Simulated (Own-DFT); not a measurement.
# Strain and stress in wurtzite GaN, 72 atoms (Ga36N36)

All numbers below are calculated, not measured. They come from Own-DFT, an in-house plane-wave density functional program, since retired, whose code no person has reviewed. Each row is one single-point run on a periodic cell that was not relaxed, without spin or spin-orbit coupling.

Settings of every run: PBE; PseudoDojo norm-conserving scalar-relativistic files (stringent for Ga); cutoff 96 hartree; 4 x 4 x 3 k mesh centred on Gamma; Gaussian smearing of 0.01 eV.

Known limits: forces not confirmed at this smearing and k mesh; stress not checked against mesh or cutoff.

Unstrained cell vectors in Å: (9.567, 0.000, 0.000); (-4.783, 8.285, 0.000); (0.000, 0.000, 10.370). The unstrained cell has measured lattice constants (interpolated for alloys), not those of this functional. That, the random moves and any unrelaxed bonds set the pressure at no strain. Each run strains this cell uniformly, with the atoms carried along. Every atom was also moved at random, by a Gaussian of width 0.05 Å on each axis. Strain is the symmetric tensor, in per cent. Stress is positive in tension, and the pressure is minus a third of its trace.

```
run  e_xx (%)  e_yy (%)  e_zz (%)  e_yz (%)  e_xz (%)  e_xy (%)  s_xx (GPa)  s_yy (GPa)  s_zz (GPa)  s_yz (GPa)  s_xz (GPa)  s_xy (GPa)  P (GPa)  E (meV/atom)
  1      0.64     -0.28     -0.64      1.63     -0.77     -0.49       -5.53       -6.22      -10.03        3.56       -1.66       -1.23     7.26           0.0
  2      1.26     -0.53      0.83      0.66      0.86      0.66       -1.38       -9.16       -3.54        2.17        1.78        2.11     4.69          11.8
  3     -1.79      0.04     -0.60     -0.93      1.23     -1.26      -15.17      -10.35      -10.62       -1.11        2.52       -4.51    12.04          26.2
  4      0.83     -0.82     -0.59      1.93     -0.63      0.03       -5.40      -10.38      -10.33        4.51       -2.31       -0.03     8.71          23.0
  5     -1.14     -0.88     -1.41      0.65      1.38      0.39      -14.05      -14.39      -16.01        2.23        1.82        2.12    14.82          41.6
  6      0.83      1.20     -1.93      0.54     -0.99     -0.27       -3.86       -4.17      -13.35        1.30       -1.29        1.11     7.13          19.7
  7      0.16      0.25      1.87     -1.19     -1.86     -0.19       -4.22       -4.92        0.60       -3.03       -4.30       -1.62     2.85           2.3
  8     -0.05      1.34      1.16     -1.09      1.54     -1.88       -5.84       -1.45       -1.03       -2.19        3.73       -4.67     2.77           8.2
  9     -0.13     -0.67     -0.35     -0.45     -1.24      0.39       -8.13       -9.87      -10.02       -0.17       -2.60        1.66     9.34          14.0
 10      0.00      0.04      1.10     -1.36      1.98      0.61       -5.51       -5.46       -3.06       -2.98        3.80        1.70     4.67           1.0
 11      0.11      0.98     -1.16      1.85     -0.04      0.97       -5.97       -4.07      -11.34        4.55       -0.39        2.42     7.12           7.7
 12     -0.52      0.54     -1.34      1.06      0.95     -0.55      -10.09       -5.74      -13.97        2.87        1.68       -1.20     9.93          23.7
 13     -1.31     -1.12      1.26     -1.68      1.61      0.23      -13.42      -11.64       -4.63       -3.04        4.01        1.47     9.89          27.7
 14     -0.66     -1.82     -0.39      0.53      0.83     -1.14      -12.07      -14.93      -12.45        1.60        1.74       -4.43    13.15          32.8
 15      0.07      1.34      0.77     -0.91      0.55     -1.67       -4.10       -0.63       -4.47       -2.32        0.84       -4.07     3.07           3.8
 16     -1.45     -1.59      1.79      1.85      1.98     -0.21      -14.29      -15.00       -1.11        4.76        3.51       -1.16    10.13          25.9
 17     -0.45     -0.92     -0.21     -0.54     -1.44     -0.39           ?           ?           ?           ?           ?           ?        ?             ?
```

E is the free energy for each atom above the lowest run shown.

## Worked fit

Each stress component was fitted by least squares to a constant and the strains of the runs shown, as fractions, with shears doubled. Shear strains stay in the fit of a normal stress only where such slopes are resolved. The slopes, in GPa:

```
stress,at no strain,per e_xx,per e_yy,per e_zz,scatter
s_xx,-7.1,437 ± 17,115 ± 15,79 ± 11,0.53
s_yy,-7.3,112 ± 35,404 ± 31,74 ± 24,1.12
s_zz,-7.7,68 ± 25,97 ± 22,433 ± 17,0.80
```

Each shear stress against twice its own strain: yz 110 ± 4, xz 106 ± 7, xy 149 ± 15 GPa. These are stiffnesses along x, y and z of the frame in which the cell vectors are given, which need not be the crystal's axes. The atoms are held to the strained lattice; where symmetry lets them move under strain, relaxing them would lower some slopes. The table should be nearly symmetric about its diagonal, and what it lacks of that shows the noise. A ninth of its sum, 202 ± 5 GPa, estimates the bulk modulus near the mean pressure of these runs, 8.0 GPa, so it lies above the value at zero pressure.

## Withheld run

Question: what normal stresses and pressure should run 17 give?

The fit gives s_xx = -10.3, s_yy = -11.7, s_zz = -9.8 and P = 10.6 GPa. The calculation gave -10.18, -13.70, -8.05 and P = 10.64 GPa.
